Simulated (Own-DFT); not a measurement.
# Response to strain: 2H SiC, 72 atoms (C36Si36)

These are calculations, not measurements. The program, named Own-DFT, is a retired in-house plane-wave density functional code that no person has reviewed. Each row is one single-point run on a periodic cell that was not relaxed, without spin or spin-orbit coupling.

Settings of every run: PBE; PseudoDojo norm-conserving scalar-relativistic files; cutoff 42 hartree; 4 x 4 x 3 k mesh centred on Gamma; Fermi-Dirac smearing of 0.1 eV.

Known limits: forces on such cells passed a denser k mesh, each cell not checked; stress not checked against mesh or cutoff.

Unstrained cell vectors in Å: (9.248, 0.000, 0.000); (-4.624, 8.009, 0.000); (0.000, 0.000, 10.068). The unstrained cell has measured lattice constants (interpolated for alloys), not those of this functional. That, the random moves and any unrelaxed bonds set the pressure at no strain. Each run strains this cell uniformly, with the atoms carried along. Every atom was also moved at random, by a Gaussian of width 0.05 Å on each axis. Strain is the symmetric tensor, in per cent. Stress is positive in tension, and the pressure is minus a third of its trace.

| run | e_xx (%) | e_yy (%) | e_zz (%) | e_yz (%) | e_xz (%) | e_xy (%) | s_xx (GPa) | s_yy (GPa) | s_zz (GPa) | s_yz (GPa) | s_xz (GPa) | s_xy (GPa) | P (GPa) | E (meV/atom) |
|---|---|---|---|---|---|---|---|---|---|---|---|---|---|---|
| 1 | -1.78 | 1.87 | -0.29 | -0.36 | 1.11 | 0.11 | -13.55 | 3.97 | -8.55 | -1.07 | 3.02 | 1.89 | 6.05 | 32.2 |
| 2 | -1.16 | -1.72 | -1.38 | 1.57 | 0.22 | -0.72 | -15.05 | -17.64 | -17.60 | 5.19 | 1.10 | -5.04 | 16.77 | 67.9 |
| 3 | 1.71 | 1.38 | -0.58 | -1.22 | -0.13 | 1.68 | 4.57 | 3.29 | -9.43 | -4.17 | 0.02 | 7.37 | 0.52 | 28.8 |
| 4 | -1.60 | 1.73 | 1.85 | 1.50 | -1.09 | -1.04 | -12.60 | 4.12 | 2.80 | 4.39 | -2.82 | -4.80 | 1.89 | 38.7 |
| 5 | -0.80 | 0.27 | -1.72 | 1.86 | 0.78 | -1.16 | -8.97 | -5.90 | -20.30 | 5.85 | 2.14 | -6.20 | 11.72 | 56.4 |
| 6 | 1.22 | 0.21 | 0.36 | 0.25 | -1.16 | 0.12 | 1.79 | -0.20 | -4.64 | 0.41 | -3.98 | -1.03 | 1.02 | 0.0 |
| 7 | -0.62 | 0.55 | 0.51 | -0.54 | 1.98 | -0.99 | -7.57 | -1.32 | -4.80 | -2.44 | 6.89 | -4.56 | 4.56 | 25.9 |
| 8 | 0.70 | -2.00 | -1.95 | -1.07 | 1.90 | -0.35 | -4.50 | -14.22 | -22.46 | -5.01 | 5.51 | -3.45 | 13.73 | 51.7 |
| 9 | 1.38 | 1.50 | -1.56 | 1.08 | 0.47 | 1.27 | 3.92 | 4.38 | -15.62 | 2.83 | 1.75 | 6.37 | 2.44 | 25.1 |
| 10 | 1.18 | -1.21 | -0.73 | 1.98 | -0.46 | -0.36 | 0.81 | -10.65 | -12.59 | 6.78 | -1.26 | -2.56 | 7.48 | 33.7 |
| 11 | 0.99 | -1.53 | -1.06 | 0.81 | 0.59 | 0.82 | -0.13 | -13.30 | -13.27 | 2.88 | 2.36 | 2.52 | 8.90 | 14.6 |
| 12 | -1.16 | -1.41 | 0.33 | 1.16 | -1.15 | 1.00 | -11.59 | -13.61 | -6.89 | 4.14 | -3.64 | 5.80 | 10.69 | 19.8 |
| 13 | -0.80 | -0.92 | 1.31 | -1.39 | -0.02 | -1.93 | -11.00 | -8.07 | 0.27 | -4.01 | -0.25 | -9.73 | 6.27 | 14.4 |
| 14 | -1.71 | 1.96 | -1.64 | -1.28 | 1.57 | 1.19 | -12.35 | 3.90 | -18.01 | -3.73 | 5.98 | 4.04 | 8.82 | 37.3 |
| 15 | -0.93 | -2.00 | -0.29 | -0.93 | -0.06 | 0.79 | -8.85 | -20.00 | -11.43 | -3.97 | -0.93 | 5.03 | 13.43 | 31.4 |
| 16 | -0.15 | 0.32 | 1.49 | -1.39 | -0.38 | 0.17 | -3.34 | -2.23 | -0.21 | -3.93 | -1.29 | 1.30 | 1.92 | 18.0 |
| 17 | 1.89 | -1.92 | -0.09 | -1.69 | -1.92 | -1.30 | ? | ? | ? | ? | ? | ? | ? | ? |

E is the free energy for each atom above the lowest run shown.

## Worked fit

Each stress component was fitted by least squares to a constant and the strains of the runs shown, as fractions, with shears doubled. Shear strains stay in the fit of a normal stress only where such slopes are resolved. The slopes, in GPa:

```
stress,at no strain,per e_xx,per e_yy,per e_zz,scatter
s_xx,-4.8,545 ± 30,75 ± 25,31 ± 31,1.38
s_yy,-4.6,128 ± 30,569 ± 25,77 ± 31,1.38
s_zz,-7.9,58 ± 24,55 ± 19,621 ± 24,1.07
```

Each shear stress against twice its own strain: yz 162 ± 11, xz 171 ± 13, xy 271 ± 18 GPa. These are stiffnesses along x, y and z of the frame in which the cell vectors are given, which need not be the crystal's axes. The atoms are held to the strained lattice; where symmetry lets them move under strain, relaxing them would lower some slopes. The table should be nearly symmetric about its diagonal, and what it lacks of that shows the noise. A ninth of its sum, 240 ± 6 GPa, estimates the bulk modulus near the mean pressure of these runs, 7.3 GPa, so it lies above the value at zero pressure.

## Withheld run

Question: what normal stresses and pressure should run 17 give?

The fit gives s_xx = 4.0, s_yy = -13.2, s_zz = -8.5 and P = 5.9 GPa. The calculation gave 4.42, -14.92, -7.89 and P = 6.13 GPa.
